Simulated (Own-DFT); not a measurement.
# Biaxial strain at fixed height in wurtzite AlGaN with randomly placed atoms, 96 atoms (Al12Ga36N48)

The numbers are computed, not measured, by runs of the plane-wave DFT program Own-DFT (in-house, retired, unreviewed) at fixed positions, with no spin and no spin-orbit coupling.

Common settings: PBE; PseudoDojo norm-conserving scalar-relativistic files (stringent for Ga); cutoff 96 hartree; 3 x 4 x 3 k mesh centred on Gamma; Gaussian smearing of 0.01 eV.

Keep in mind: k mesh not checked against a denser one; stress not checked against mesh or cutoff.

Unstrained cell vectors in Å: (12.679, 0.000, 0.000); (-4.755, 8.235, 0.000); (0.000, 0.000, 10.268). The unstrained cell has measured lattice constants (interpolated for alloys), not those of this functional. That, the random moves and any unrelaxed bonds set the pressure at no strain. Each run strains x and y alike by e, as a substrate would, and holds the height along z. All atoms carry random offsets, Gaussian with a width of 0.05 Å per axis. The random placing of the alloy's atoms differs from row to row. Stress is positive in tension.

```
e (%)  u (Å)  (s_xx + s_yy)/2 (GPa)  s_zz (GPa)
-2.75  0.051                 -25.28      -11.93
-2.50  0.053                 -23.85      -10.00
-2.00  0.054                 -19.33      -10.82
-1.75  0.048                 -16.97       -9.92
-1.50  0.046                      ?           ?
-0.75  0.046                 -10.65       -8.58
-0.25  0.052                  -8.34       -8.82
 0.50  0.051                  -3.58       -8.00
 1.00  0.051                  -2.06       -5.39
 2.75  0.050                   6.17       -4.39
```

## Fit

With e as a fraction, the in-plane stress is -6.6 + 566 e - 4083 e² GPa (errors 11 and 648, scatter 0.56), and s_zz is -7.8 + 128 e GPa (slope ± 15, scatter 0.77). At e = 0 the first slope is C11 + C12 and the second 2 C13, both with the ions held to the strained lattice and at the cell's own pressure. The term in e² is negative: the layer stiffens under compression and softens under tension. A free layer would change its height as e changes, and the in-plane slope would drop by 2 C13²/C33 to the biaxial modulus. At fixed height, a misfit of 1 % moves the in-plane stress by about 5.7 GPa and s_zz by 1.3 GPa.

## Prediction

Asked: what are the two stresses at e = -1.50 %?

The fitted form gives -16.0 and -9.8 GPa. DFT gave -13.84 and -11.58 GPa. This run lies off the fit, by chance or by something that the fit leaves out.
